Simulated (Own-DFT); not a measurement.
# Point defects and the pressure they add: 4H SiC

Source: density functional calculations with Own-DFT, an unreviewed in-house program that is no longer used. Nothing was measured or relaxed, and spin and spin-orbit coupling are left out.

Common settings: PBE; PseudoDojo norm-conserving scalar-relativistic files; cutoff 42 hartree; 4 x 4 x 3 k mesh centred on Gamma; Fermi-Dirac smearing of 0.1 eV.

Limits (not all hold for every row): a neutral cation vacancy leaves holes that likely carry spin, which these runs leave out; not probed for a lower state with spin; forces on such cells failed a check on a denser k mesh; forces on such cells passed a denser k mesh, each cell not checked; stress not checked against mesh or cutoff.

All runs share one cell, with vectors in Å (9.248, 0.000, 0.000); (-4.624, 8.009, 0.000); (0.000, 0.000, 10.068) and a volume of 745.7 Å³. The atoms are randomly displaced, by u rms on each axis. The defect's site can differ from row to row.

| cell | formula | u (Å) | P (GPa) |
|---|---|---|---|
| no defect | C36Si36 | 0.0299 | 3.88 |
| no defect | C36Si36 | 0.0303 | 3.81 |
| no defect | C36Si36 | 0.0613 | 6.44 |
| one Si vacancy | C36Si35 | 0.0286 | 2.93 |
| one Si vacancy | C36Si35 | 0.0293 | 2.99 |
| one Si vacancy | C36Si35 | 0.0319 | 3.14 |
| one C on a Si site | C37Si35 | 0.0483 | 3.02 |
| one C on a Si site | C37Si35 | 0.0490 | 2.80 |
| one C on a Si site | C37Si35 | 0.0522 | 3.72 |
| two N on a C site each | C34N2Si36 | 0.0286 | 2.59 |
| two N on a C site each | C34N2Si36 | 0.0307 | 2.53 |
| two N on a C site each | C34N2Si36 | 0.0484 | ? |
| two N on a C site each | C34N2Si36 | 0.0503 | 4.12 |
| two Al on a Si site each | Al2C36Si34 | 0.0294 | 5.66 |
| two Al on a Si site each | Al2C36Si34 | 0.0500 | 7.03 |
| two Al on a Si site each | Al2C36Si34 | 0.0527 | 7.82 |

## What the rows give

P = P0 + c u² + a shift for each defect gives P0 = 2.94 GPa, c = 954 ± 65 GPa/Å² and a scatter of 0.20 GPa. The shifts, and each times the cell's volume:

- two Al on a Si site each: 1.94 ± 0.16 GPa, 9.0 eV (4.5 eV for each of its 2 sites)
- one Si vacancy: -0.78 ± 0.17 GPa, -3.6 eV
- two N on a C site each: -1.22 ± 0.17 GPa, -5.7 eV (-2.8 eV for each of its 2 sites)
- one C on a Si site: -2.13 ± 0.17 GPa, -9.9 eV

A positive shift means that the defect pushes the cell outwards. Shift times volume (160.2 GPa Å³ is 1 eV) depends little on the cell's size, so, taken for each site, it can be compared between cells at like pressure. The atoms around the defects weren't relaxed, which would change these numbers.

## Check

Question: what pressure belongs in the blank (two N on a C site each, u = 0.0484 Å)?

Estimate: 3.95 ± 0.24 GPa. The hidden result is 3.95 GPa.
